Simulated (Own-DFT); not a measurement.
# A change of arrangement and its cost: Ga32P32, 64 atoms

Calculated results; nothing here was measured. The program, named Own-DFT, is a retired in-house plane-wave density functional code that no person has reviewed. Each row is one single-point run on a periodic cell that was not relaxed, without spin or spin-orbit coupling.

Settings of every run: PBE; PseudoDojo norm-conserving scalar-relativistic files; cutoff 42 hartree; 3 x 3 x 3 k mesh centred on Gamma; Fermi-Dirac smearing of 0.1 eV.

Known limits, some of them of some rows only: not probed for a lower state with spin; forces on such cells failed a check on a denser k mesh; forces on such cells passed a denser k mesh, each cell not checked; stress not checked against mesh or cutoff.

All cells hold the same atoms in the same cell, with vectors in Å (10.901, 0.000, 0.000); (0.000, 10.901, 0.000); (0.000, 0.000, 10.901). Every atom was moved at random from its ideal site; u is the rms move along one axis. The defect's site can differ from row to row. E is the free energy of the cell above the lowest run. The arrangements:

- A: zincblende GaP
- B: zincblende GaP, with one Ga on a P site and one P on a Ga site, 2.4 Å apart

| arrangement | u (Å) | E (eV) | P (GPa) |
|---|---|---|---|
| A | 0.0190 | 0.015 | 2.70 |
| A | 0.0190 | 0.000 | 2.70 |
| A | 0.0195 | 0.058 | 2.71 |
| A | 0.0482 | 1.978 | 3.12 |
| A | 0.0499 | 2.364 | 3.24 |
| A | 0.0503 | 2.208 | 3.19 |
| B | 0.0301 | 3.770 | 3.00 |
| B | 0.0301 | 3.848 | 3.04 |
| B | 0.0307 | 3.794 | 2.99 |
| B | 0.0500 | 5.675 | 3.52 |
| B | 0.0506 | 5.459 | 3.44 |
| B | 0.0514 | 5.563 | 3.45 |

Question: once the cost of the random moves is taken out, how do the arrangements rank?

## Worked answer

Fit E = a + b u², with one b for all and one a for each arrangement, and with residuals divided by u², since the noise grows with the moves. Then b = 1049 eV/Å², the scatter at u = 0.04 Å is 0.08 eV, and against A:

- B: 3.21 ± 0.03 eV (higher)

These are energies of unrelaxed cells. Relaxing the atoms lowers the strained arrangements most, so the gaps would shrink and small ones could change sign.
